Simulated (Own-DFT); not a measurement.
# Computed records: Al₃GaN₄ (wurtzite random alloy, strained, atoms displaced)

A calculation, not a measurement: plane-wave PBE density functional theory by an unreviewed code, no spin, of a simulated periodic cell, stress positive in tension, free energy of the whole cell less one offset for each atom, forces on such cells passed a denser k mesh, this cell's mesh not checked; offsets are fitted by least squares, one for each functional and potential file, so energies compare only between cells with the same atoms and settings and are not formation energies; the far tail of each file's local potential was reset to the Coulomb form; each entry is a single point on an unrelaxed cell, so the pressure reflects the starting lattice, mostly measured values, from which strain is counted, and rises with the displacements; printed positions are rounded, which can move forces by about a meV/angstrom; the program is a retired in-house code; no spin-orbit coupling. Program: Own-DFT development build.

Common to all runs: functional PBE; potential files PseudoDojo norm-conserving, scalar-relativistic, standard set with the stringent files for Ga; wave cutoff 96 hartree; occupations Gaussian; smearing width 0.01 eV; k mesh 4 x 4 x 3 centred on Gamma.

(1) Al₃GaN₄ (wurtzite random alloy, strained, atoms displaced)

```
CELL_PARAMETERS angstrom
9.27630 0.00000 0.00000
-4.63820 8.03350 0.00000
0.00000 0.00000 10.06550
ATOMIC_POSITIONS crystal
Al 0.10405 0.21469 0.00566
Al 0.21946 0.11043 0.25606
N 0.11668 0.22917 0.19441
N 0.22497 0.12647 0.43371
Al 0.11099 0.21646 0.50374
Al 0.22271 0.11538 0.75528
N 0.10203 0.22277 0.68565
N 0.22869 0.11136 0.94266
Al 0.11825 0.56156 0.00495
Ga 0.23217 0.44232 0.25364
N 0.11404 0.54842 0.17381
N 0.21791 0.43912 0.43453
Al 0.11869 0.55399 0.50133
Al 0.21658 0.44099 0.75310
N 0.10524 0.55357 0.68614
N 0.22191 0.45122 0.94341
Ga 0.11554 0.88610 0.99925
Ga 0.22382 0.78259 0.25218
N 0.11225 0.88552 0.18288
N 0.22530 0.77576 0.44501
Ga 0.11816 0.89499 0.50377
Al 0.23034 0.77734 0.74363
N 0.10841 0.88524 0.69084
N 0.21483 0.76238 0.94712
Ga 0.44836 0.23165 0.99706
Al 0.55482 0.11458 0.24608
N 0.43791 0.21892 0.18874
N 0.55777 0.11847 0.44419
Al 0.45249 0.22570 0.49579
Al 0.55049 0.11096 0.74734
N 0.44600 0.22890 0.68246
N 0.56127 0.11557 0.93802
Ga 0.43940 0.54608 0.99011
Ga 0.55679 0.45002 0.24885
N 0.45680 0.55008 0.19175
N 0.55371 0.44519 0.44612
Al 0.44397 0.55227 0.50642
Al 0.55589 0.43961 0.75284
N 0.44748 0.55301 0.69192
N 0.55246 0.44802 0.94099
Al 0.44781 0.89236 0.99913
Al 0.55597 0.77620 0.24693
N 0.44642 0.89193 0.18520
N 0.56627 0.78061 0.43613
Al 0.44318 0.88808 0.50135
Al 0.54854 0.76582 0.74449
N 0.44406 0.88793 0.69257
N 0.55958 0.77947 0.94958
Al 0.77961 0.22374 0.00490
Ga 0.88760 0.11577 0.24340
N 0.77841 0.22463 0.18603
N 0.89781 0.12618 0.44697
Al 0.78185 0.22508 0.50123
Al 0.88563 0.10934 0.74849
N 0.78251 0.23063 0.68277
N 0.88969 0.11837 0.94387
Al 0.78470 0.56202 0.99777
Al 0.89159 0.45260 0.24810
N 0.77631 0.54468 0.19391
N 0.89445 0.45150 0.44259
Ga 0.78012 0.55591 0.50417
Al 0.89665 0.45887 0.74688
N 0.76720 0.55057 0.68919
N 0.88007 0.43775 0.94871
Al 0.77757 0.88375 0.00033
Al 0.89741 0.79324 0.24545
N 0.78069 0.88701 0.19212
N 0.88702 0.77665 0.44367
Al 0.78578 0.89185 0.49760
Al 0.89285 0.76736 0.74824
N 0.77355 0.88799 0.69293
N 0.89061 0.78226 0.94204
```

* free energy of cell above offsets: -21.666 eV
* pressure: 11.98 GPa
* stress xx: -15.28 GPa
* stress yy: -11.9 GPa
* stress zz: -8.77 GPa
* stress yz: 0.19 GPa
* stress xz: 0.45 GPa
* stress xy: 1.41 GPa

Force:
```
element  x (eV/Å)  y (eV/Å)  z (eV/Å)
     Al     0.717     1.395    -0.196
     Al     0.332     0.227    -2.042
      N     0.577    -2.604    -1.721
      N     1.837    -1.546     1.386
     Al    -0.972     1.698    -0.492
     Al    -0.154    -0.222    -0.903
      N     1.813    -0.116     1.453
      N    -2.187     0.323     -1.28
     Al    -1.186    -2.946    -2.052
     Ga    -0.814     1.633    -1.204
      N    -0.766     0.558     5.097
      N     0.923     0.805     3.108
     Al    -1.203    -0.559    -0.683
     Al     0.003     0.189     0.009
      N     1.918     1.082     0.368
      N    -0.663    -2.589     -1.67
     Ga    -0.007     0.191     -0.67
     Ga      0.89     -1.61     -0.41
      N    -1.203     1.516     2.277
      N     0.268     0.055    -0.174
     Ga    -0.719    -0.014    -0.796
     Al    -1.717    -0.695     1.638
      N      1.09      0.88     1.309
      N     1.345     3.509    -3.066
     Ga     1.131    -1.278     1.323
     Al     0.224     0.038     0.571
      N     0.324    -0.422      0.73
      N     0.957    -1.608    -1.236
     Al    -1.573     0.522     0.323
     Al     1.321     1.071       0.1
      N     -0.45    -1.571     1.154
      N    -0.172    -0.877    -0.583
     Ga    -0.954     2.323     2.439
     Ga     3.014    -2.487     2.137
      N    -4.241     3.178    -1.775
      N    -0.132    -0.096    -0.394
     Al    -0.159     0.418    -1.358
     Al    -0.646     0.262    -0.088
      N    -1.321    -1.142     0.115
      N     3.246     0.381    -1.937
     Al    -0.234    -0.391     -0.23
     Al     0.004    -0.164     0.062
      N     0.866     0.225     0.698
      N     -1.59    -0.388     0.726
     Al     1.601     0.771    -0.469
     Al     0.743     2.251     1.641
      N     0.656     0.065    -0.749
      N     -0.66     0.109    -1.937
     Al    -0.517    -0.109    -0.986
     Ga     0.589    -0.021     1.766
      N    -1.372     0.517     1.008
      N    -0.013    -2.363    -1.057
     Al    -0.518     0.796    -0.361
     Al    -1.035     0.244     0.439
      N     -0.58    -0.496     1.844
      N      0.65    -1.567    -0.661
     Al    -0.558    -1.066     1.283
     Al      2.05    -1.167     0.636
      N    -0.448     3.299    -1.696
      N     1.201    -0.784    -1.128
     Ga    -0.519    -0.282    -1.151
     Al    -1.009    -2.836     1.332
      N     1.429     0.756     1.775
      N      0.97     1.976    -2.081
     Al    -0.582     1.405     0.041
     Al      0.72    -2.994     1.408
      N    -0.943     0.219    -1.101
      N     0.761     1.478    -1.591
     Al    -1.068     0.839     0.824
     Al    -2.339     1.404     0.537
      N     0.946    -0.631    -0.417
      N     0.106    -0.965    -1.214
```

(2) Al₃GaN₄ (wurtzite random alloy, strained, atoms displaced)

```
CELL_PARAMETERS angstrom
9.27630 0.00000 0.00000
-4.63820 8.03350 0.00000
0.00000 0.00000 10.06550
ATOMIC_POSITIONS crystal
Al 0.10522 0.21522 0.99887
Al 0.22612 0.11420 0.24600
N 0.10675 0.22320 0.19210
N 0.22221 0.12429 0.44125
Ga 0.10435 0.21378 0.49443
Al 0.21687 0.10350 0.74655
N 0.11589 0.21664 0.69013
N 0.22384 0.10907 0.94762
Al 0.11583 0.55857 0.99633
Ga 0.22328 0.44994 0.24896
N 0.10532 0.55312 0.18898
N 0.22420 0.44047 0.43193
Al 0.10574 0.55287 0.49661
Ga 0.21780 0.44873 0.74950
N 0.11939 0.56176 0.69247
N 0.21724 0.44992 0.95183
Al 0.11561 0.88887 0.99080
Al 0.22331 0.77825 0.24713
N 0.10639 0.89038 0.18535
N 0.23521 0.78143 0.44393
Ga 0.10459 0.87801 0.50050
Al 0.22712 0.78211 0.74471
N 0.10083 0.88311 0.69264
N 0.21166 0.76910 0.94353
Al 0.45132 0.23403 0.00649
Al 0.55454 0.10434 0.24740
N 0.44397 0.21610 0.18834
N 0.55803 0.10607 0.44209
Al 0.44723 0.22323 0.50246
Ga 0.55545 0.11006 0.74733
N 0.44546 0.22315 0.68647
N 0.55652 0.10687 0.94479
Ga 0.45297 0.57121 0.99799
Al 0.55427 0.44992 0.25598
N 0.44241 0.55157 0.19221
N 0.55896 0.44323 0.44361
Al 0.44396 0.55849 0.49736
Ga 0.55360 0.44799 0.74649
N 0.43933 0.55135 0.68994
N 0.54116 0.43962 0.93349
Al 0.44244 0.89068 0.99504
Al 0.55790 0.77747 0.25365
N 0.45089 0.89299 0.18135
N 0.56360 0.77873 0.44280
Al 0.43895 0.88539 0.49820
Al 0.55948 0.78573 0.75392
N 0.45166 0.90389 0.68691
N 0.54768 0.77161 0.94269
Al 0.77951 0.22085 0.99928
Al 0.89481 0.11947 0.24294
N 0.77760 0.22353 0.19493
N 0.88813 0.10617 0.43240
Ga 0.77236 0.23019 0.50644
Al 0.89181 0.11741 0.75220
N 0.77106 0.21982 0.68995
N 0.88899 0.10791 0.93906
Al 0.78901 0.55923 0.00766
Al 0.89857 0.44341 0.24606
N 0.77354 0.55362 0.19939
N 0.88214 0.43507 0.44040
Al 0.78524 0.56254 0.49365
Al 0.88756 0.43874 0.75540
N 0.77726 0.56088 0.69174
N 0.89491 0.44787 0.94069
Al 0.78020 0.88513 0.00155
Al 0.89563 0.77395 0.23893
N 0.78607 0.88892 0.18752
N 0.89989 0.78443 0.43875
Al 0.77570 0.88750 0.49784
Ga 0.88430 0.77651 0.74475
N 0.78220 0.88516 0.69226
N 0.87918 0.78094 0.93858
```

- free energy of cell above offsets: -20.926 eV
- pressure: 12.35 GPa
- stress xx: -15.06 GPa
- stress yy: -15.46 GPa
- stress zz: -6.54 GPa
- stress yz: 0.8 GPa
- stress xz: -0.04 GPa
- stress xy: -0.47 GPa

Force:
```
element  x (eV/Å)  y (eV/Å)  z (eV/Å)
     Al     0.894       1.4     0.699
     Al    -1.044    -0.216     0.691
      N     1.564    -0.257    -1.529
      N     4.213    -2.565    -1.692
     Ga      -1.4     1.581     1.269
     Al     1.079     1.038     1.027
      N    -2.009     0.372     0.508
      N     0.019     0.533    -1.531
     Al     -1.21    -0.614     1.417
     Ga     0.061    -1.094    -0.664
      N     0.387     2.184    -0.717
      N    -1.095     1.703     2.391
     Al     1.313    -0.376     0.371
     Ga     2.045    -1.691     1.421
      N    -2.964     0.126    -1.706
      N     1.417    -1.973    -1.387
     Al    -1.772     0.029      1.24
     Al    -0.063     0.542    -0.265
      N     2.332     0.022    -0.175
      N    -2.216    -2.247    -1.899
     Ga     1.737      3.04     0.398
     Al    -0.529      0.05     0.915
      N     2.969     0.889     -0.05
      N      1.44     1.855    -1.758
     Al    -0.167    -1.708    -1.054
     Al    -0.053     1.234     0.833
      N     0.136     1.316         1
      N    -2.098    -0.451    -1.223
     Al    -0.494    -0.457    -0.749
     Ga    -1.353     2.011     2.033
      N    -0.949    -0.957     0.124
      N    -0.449     1.402    -0.292
     Ga    -0.378    -5.021     1.624
     Al     0.539    -1.633    -0.011
      N     0.968     1.779     0.109
      N    -0.333     0.807    -0.357
     Al     0.419    -1.081     0.736
     Ga     0.446    -0.727      0.25
      N    -0.719      2.64    -1.152
      N     2.443      0.95     1.738
     Al    -0.101    -0.759     0.612
     Al     0.505     0.412    -0.824
      N    -0.385    -1.679     1.219
      N    -1.826    -0.408    -0.725
     Al     3.008     1.642     0.868
     Al     0.138    -1.049    -0.829
      N     0.119    -4.446    -0.403
      N     0.347     5.446    -2.086
     Al    -0.169     0.029     0.743
     Al    -0.577    -1.862     1.332
      N     0.049    -0.046    -1.564
      N    -1.662    -0.324      0.28
     Ga     1.786    -2.747    -1.021
     Al     0.689    -1.127    -0.714
      N     2.599     1.368     1.496
      N      -0.8     0.072    -0.077
     Al    -1.938    -0.241    -1.006
     Al     -2.61    -0.854     1.292
      N     1.218    -0.543    -1.374
      N     0.683     3.836    -1.257
     Al    -0.665     -0.71     0.951
     Al    -0.741     1.561     -0.85
      N     2.026    -2.283     -1.69
      N    -0.627    -0.799     0.283
     Al    -1.944     0.919       0.4
     Al    -1.576     0.963      1.79
      N    -1.192    -0.134     0.306
      N     -2.81    -1.962    -1.629
     Al     1.397     1.052     0.496
     Ga     0.535    -0.679     2.063
      N    -3.562     2.374    -1.343
      N     2.963    -1.458     0.685
```

(3) Al₃GaN₄ (wurtzite random alloy, strained, atoms displaced)

```
CELL_PARAMETERS angstrom
9.27630 0.00000 0.00000
-4.63820 8.03350 0.00000
0.00000 0.00000 10.06550
ATOMIC_POSITIONS crystal
Ga 0.11853 0.22514 0.00470
Al 0.21987 0.12372 0.24377
N 0.11296 0.23351 0.18680
N 0.21140 0.10479 0.43829
Al 0.10584 0.21595 0.49917
Ga 0.22496 0.10460 0.75951
N 0.10933 0.21026 0.67991
N 0.22155 0.11234 0.93710
Al 0.10570 0.54896 0.99768
Al 0.21724 0.44968 0.25070
N 0.09373 0.54702 0.19089
N 0.22689 0.45272 0.43988
Al 0.11289 0.55496 0.50083
Al 0.22382 0.44353 0.75649
N 0.10940 0.55748 0.69850
N 0.22513 0.45595 0.93364
Al 0.10671 0.89256 0.00071
Al 0.22627 0.78232 0.24917
N 0.11829 0.89503 0.18924
N 0.22103 0.77616 0.44489
Al 0.11328 0.88882 0.49717
Al 0.21747 0.77240 0.75537
N 0.11502 0.88277 0.69676
N 0.22723 0.77763 0.93709
Al 0.44983 0.22171 0.00453
Al 0.55460 0.11118 0.25189
N 0.44897 0.21491 0.19185
N 0.56767 0.12612 0.43203
Al 0.45161 0.22791 0.50235
Al 0.56358 0.11516 0.75742
N 0.43849 0.21661 0.70218
N 0.56912 0.12157 0.94056
Ga 0.43770 0.55532 0.00274
Al 0.54943 0.43568 0.24298
N 0.45196 0.55348 0.18935
N 0.55472 0.43782 0.43016
Ga 0.44868 0.55504 0.50024
Al 0.55312 0.44648 0.75433
N 0.43031 0.54618 0.67998
N 0.55400 0.44740 0.94267
Ga 0.45236 0.89636 0.99163
Al 0.57016 0.77693 0.25176
N 0.44836 0.89179 0.19235
N 0.54467 0.76884 0.44599
Al 0.44007 0.88254 0.50053
Al 0.55700 0.78285 0.75911
N 0.44270 0.87642 0.68834
N 0.55861 0.77472 0.94157
Ga 0.78481 0.22894 0.99753
Ga 0.88937 0.11498 0.25209
N 0.78841 0.22890 0.18751
N 0.88882 0.10927 0.44096
Al 0.78975 0.23260 0.49626
Al 0.89595 0.12196 0.74940
N 0.77258 0.22975 0.67985
N 0.89889 0.12814 0.93606
Al 0.78834 0.55824 0.00614
Ga 0.88852 0.44199 0.25276
N 0.77679 0.55632 0.19361
N 0.87854 0.44247 0.43646
Ga 0.78725 0.56942 0.50468
Al 0.89047 0.43815 0.74991
N 0.78088 0.56089 0.69361
N 0.89464 0.45155 0.93362
Al 0.76810 0.87921 0.00025
Al 0.88597 0.77466 0.25216
N 0.77707 0.88595 0.19037
N 0.89647 0.77352 0.43513
Al 0.78340 0.89958 0.50040
Al 0.89817 0.78120 0.74751
N 0.78393 0.89315 0.69183
N 0.88714 0.78849 0.93749
```

- free energy of cell above offsets: -20.983 eV
- pressure: 12.16 GPa
- stress xx: -13.19 GPa
- stress yy: -12.36 GPa
- stress zz: -10.94 GPa
- stress yz: 0.39 GPa
- stress xz: 0.5 GPa
- stress xy: 0.02 GPa

Force:
```
element  x (eV/Å)  y (eV/Å)  z (eV/Å)
     Ga    -0.983     0.614    -1.583
     Al     1.686    -1.632      1.45
      N     0.763    -0.056     1.377
      N     1.273     1.189    -0.654
     Al      1.04     1.463      -0.2
     Ga     -1.54    -0.103    -2.415
      N     -0.89     1.748     1.734
      N     1.558    -0.175     3.293
     Al     0.183     1.722     0.648
     Al     0.939      0.82     0.538
      N     3.902     3.007    -1.713
      N    -1.393    -2.191    -0.974
     Al    -0.775    -0.017     0.702
     Al     -0.63    -0.698    -2.686
      N     0.654    -1.354     -1.55
      N    -0.387    -1.365     1.165
     Al     1.008    -0.584     0.025
     Al    -0.142     -0.54     0.209
      N    -1.199    -0.083    -0.155
      N    -0.004     0.024    -1.149
     Al     0.222     0.143     0.981
     Al      1.27     0.405    -0.749
      N    -0.466    -0.055    -1.823
      N    -1.629    -0.121     1.197
     Al    -0.633     0.458    -0.703
     Al     1.651    -0.298    -0.225
      N    -2.117     0.736    -1.279
      N    -0.162    -1.915     1.843
     Al     -0.62    -1.064     0.199
     Al    -1.044    -0.893    -1.958
      N     2.576     1.557    -1.971
      N    -1.755    -0.439    -0.669
     Ga     1.099     -0.11     0.233
     Al     1.201     0.532     1.024
      N    -2.078     0.291     0.985
      N    -0.012     0.574     0.613
     Ga     0.379    -1.457    -0.739
     Al     0.024     0.016     -0.49
      N     1.752     1.003     3.883
      N      1.55    -0.676     0.042
     Ga    -0.524    -0.718     1.868
     Al    -3.133    -0.689     0.918
      N     0.852    -0.803    -0.008
      N     2.017     3.256    -2.018
     Al      0.28     1.468     0.096
     Al     1.143    -1.339    -2.281
      N     -0.95     1.975     0.918
      N    -0.527     0.808    -0.728
     Ga     0.555     0.676     1.249
     Ga     0.258    -0.685     -0.39
      N    -2.096    -1.803    -0.075
      N    -0.389     1.085     -0.02
     Al    -1.524    -1.314     0.051
     Al    -0.096    -0.993    -0.539
      N     1.553    -1.036     1.205
      N     0.454    -2.598    -0.433
     Al    -1.675     0.514    -0.865
     Ga     -2.29     0.005     0.636
      N    -0.563     0.074    -1.226
      N     2.587     0.988     1.653
     Ga    -1.031    -2.923     0.138
     Al    -1.224     1.626     -0.47
      N    -0.203    -0.872     0.767
      N    -0.776      0.26     0.356
     Al     1.068     2.408     0.278
     Al     1.166     0.504    -0.656
      N     1.162      0.54    -0.708
      N    -1.643     3.156     0.046
     Al    -0.252    -2.646     0.857
     Al    -1.367      0.01     0.745
      N    -0.573     0.016    -0.191
      N     1.472    -1.425     0.372
```
